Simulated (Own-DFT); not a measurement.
# How strain changes the stress of wurtzite GaN, 72 atoms (Ga36N36)

Calculated results; nothing here was measured. They come from Own-DFT, an in-house plane-wave density functional program, since retired, whose code no person has reviewed. Each row is one single-point run on a periodic cell that was not relaxed, without spin or spin-orbit coupling.

Settings of every run: PBE; PseudoDojo norm-conserving scalar-relativistic files; cutoff 42 hartree; 4 x 4 x 3 k mesh centred on Gamma; Fermi-Dirac smearing of 0.1 eV.

Known limits: forces not confirmed at this smearing and k mesh; stress not checked against mesh or cutoff.

Unstrained cell vectors in Å: (9.567, 0.000, 0.000); (-4.784, 8.285, 0.000); (0.000, 0.000, 10.370). The unstrained cell has measured lattice constants (interpolated for alloys), not those of this functional. That, the random moves and any unrelaxed bonds set the pressure at no strain. Each run strains this cell uniformly, with the atoms carried along. Every atom was also moved at random, by a Gaussian of width 0.05 Å on each axis. Strain is the symmetric tensor, in per cent. Stress is positive in tension, and the pressure is minus a third of its trace.

```
run,e_xx (%),e_yy (%),e_zz (%),e_yz (%),e_xz (%),e_xy (%),s_xx (GPa),s_yy (GPa),s_zz (GPa),s_yz (GPa),s_xz (GPa),s_xy (GPa),P (GPa),E (meV/atom)
1,-1.36,1.27,1.50,0.41,0.58,-1.01,-9.56,-3.33,-1.81,1.20,1.16,-2.64,4.90,24.8
2,-1.21,0.63,1.13,-1.07,-1.09,1.54,-12.54,-4.47,-4.14,-2.11,-3.74,4.61,7.05,40.0
3,1.69,0.75,1.69,0.87,-1.36,-0.05,0.85,-1.58,-0.95,1.90,-2.55,-0.78,0.56,33.9
4,1.61,0.31,1.63,0.64,1.13,-0.69,-0.27,-1.87,-0.66,1.27,2.78,-0.76,0.93,16.7
5,-1.19,-1.19,-0.29,0.16,-1.04,1.56,-17.29,-15.84,-9.70,0.77,-2.87,7.82,14.28,65.8
6,-0.48,0.68,0.27,1.76,0.41,-0.40,-8.48,-5.08,-7.22,3.39,0.96,-1.07,6.93,35.8
7,-1.20,1.61,-0.07,-0.78,-1.07,1.22,-10.55,-2.00,-8.08,-2.01,-2.30,2.92,6.88,26.8
8,-1.36,0.15,1.90,0.82,-1.17,-1.91,-10.70,-7.23,-1.39,1.09,-2.39,-4.99,6.44,31.7
9,-0.22,1.07,-1.17,-1.00,0.85,-1.63,-8.53,-6.43,-11.96,-1.73,2.32,-4.64,8.97,47.0
10,1.90,1.40,1.81,-1.75,-1.62,0.17,3.24,1.76,1.87,-2.84,-2.72,0.10,-2.29,0.0
11,0.17,0.80,-1.27,1.21,1.03,1.58,-6.45,-6.28,-11.55,2.60,2.13,4.38,8.09,25.5
12,1.92,0.00,0.30,0.21,0.66,1.33,1.02,-6.58,-4.57,0.33,1.69,3.83,3.38,20.8
13,1.53,0.11,0.78,-0.48,0.82,0.15,-1.25,-5.01,-4.94,-0.66,2.84,0.56,3.73,38.7
14,-0.26,0.66,-0.26,-1.11,0.92,1.08,-8.25,-5.72,-7.29,-3.15,1.81,2.69,7.08,19.1
15,-1.86,1.70,-1.30,-0.99,1.61,0.78,-14.26,-4.75,-14.42,-2.11,4.07,2.72,11.14,54.7
16,-0.39,-0.35,-0.84,0.47,0.06,0.75,?,?,?,?,?,?,?,?
```

E is the free energy for each atom above the lowest run shown.

## Worked fit

Each stress component was fitted by least squares to a constant and the strains of the runs shown, as fractions, with shears doubled. Shear strains stay in the fit of a normal stress only where such slopes are resolved. The slopes, in GPa:

```
stress,at no strain,per e_xx,per e_yy,per e_zz,scatter
s_xx,-8.5,417 ± 19,206 ± 34,87 ± 23,0.94
s_yy,-8.5,108 ± 16,445 ± 29,134 ± 20,0.79
s_zz,-7.7,67 ± 18,33 ± 32,377 ± 22,0.87
```

Each shear stress against twice its own strain: yz 99 ± 8, xz 110 ± 8, xy 141 ± 10 GPa. These are stiffnesses along x, y and z of the frame in which the cell vectors are given, which need not be the crystal's axes. The atoms are held to the strained lattice; where symmetry lets them move under strain, relaxing them would lower some slopes. The table should be nearly symmetric about its diagonal, and what it lacks of that shows the noise. A ninth of its sum, 208 ± 6 GPa, estimates the bulk modulus near the mean pressure of these runs, 5.9 GPa, so it lies above the value at zero pressure.

## Withheld run

Question: what normal stresses and pressure should run 16 give?

The fit gives s_xx = -11.6, s_yy = -11.6, s_zz = -11.2 and P = 11.5 GPa. The calculation gave -9.97, -11.29, -12.01 and P = 11.09 GPa.
